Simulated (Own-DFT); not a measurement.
# Point defects and the pressure they add: C11b WSi2

The numbers are computed, not measured, by runs of the plane-wave DFT program Own-DFT (in-house, retired, unreviewed) at fixed positions, with no spin and no spin-orbit coupling.

Common settings: PBE; PseudoDojo norm-conserving scalar-relativistic files; cutoff 50 hartree; 5 x 5 x 5 k mesh centred on Gamma; cold (Marzari-Vanderbilt) smearing of 0.2 eV.

Limits: forces on such cells failed a check on a denser k mesh; stress not checked against mesh or cutoff.

All runs share one cell, with vectors in Å (-2.148, -5.953, 3.409); (-6.444, 2.976, 1.136); (-2.553, -2.948, -6.757) and a volume of 403.2 Å³. Atoms were moved at random from their sites; u is the rms move along one axis. The defect's site can differ from row to row.

```
cell,formula,u (Å),P (GPa)
no defect,Si20W10,0.0177,4.43
no defect,Si20W10,0.0468,5.93
no defect,Si20W10,0.0471,5.89
one Si on a W site,Si21W9,0.0279,6.04
one Si on a W site,Si21W9,0.0305,6.34
one Si on a W site,Si21W9,0.0507,7.08
one Si vacancy,Si19W10,0.0263,3.21
one Si vacancy,Si19W10,0.0297,3.20
one Si vacancy,Si19W10,0.0515,4.83
one W on a Si site,Si19W11,0.0311,10.02
one W on a Si site,Si19W11,0.0336,9.80
one W on a Si site,Si19W11,0.0428,?
one W on a Si site,Si19W11,0.0530,12.03
```

## Working it out

P = P0 + c u² + a shift for each defect gives P0 = 4.09 GPa, c = 840 ± 98 GPa/Å² and a scatter of 0.29 GPa. The shifts, and each times the cell's volume:

- one W on a Si site: 5.14 ± 0.24 GPa, 12.9 eV
- one Si on a W site: 1.19 ± 0.24 GPa, 3.0 eV
- one Si vacancy: -1.53 ± 0.24 GPa, -3.8 eV

A positive shift means that the defect pushes the cell outwards. Shift times volume (160.2 GPa Å³ is 1 eV) depends little on the cell's size, so, taken for each site, it can be compared between cells at like pressure. The atoms around the defects weren't relaxed, which would change these numbers.

## Test on the hidden row

Asked: what pressure belongs in the blank (one W on a Si site, u = 0.0428 Å)?

From the fit: 10.78 ± 0.34 GPa. The calculation gave 10.45 GPa.
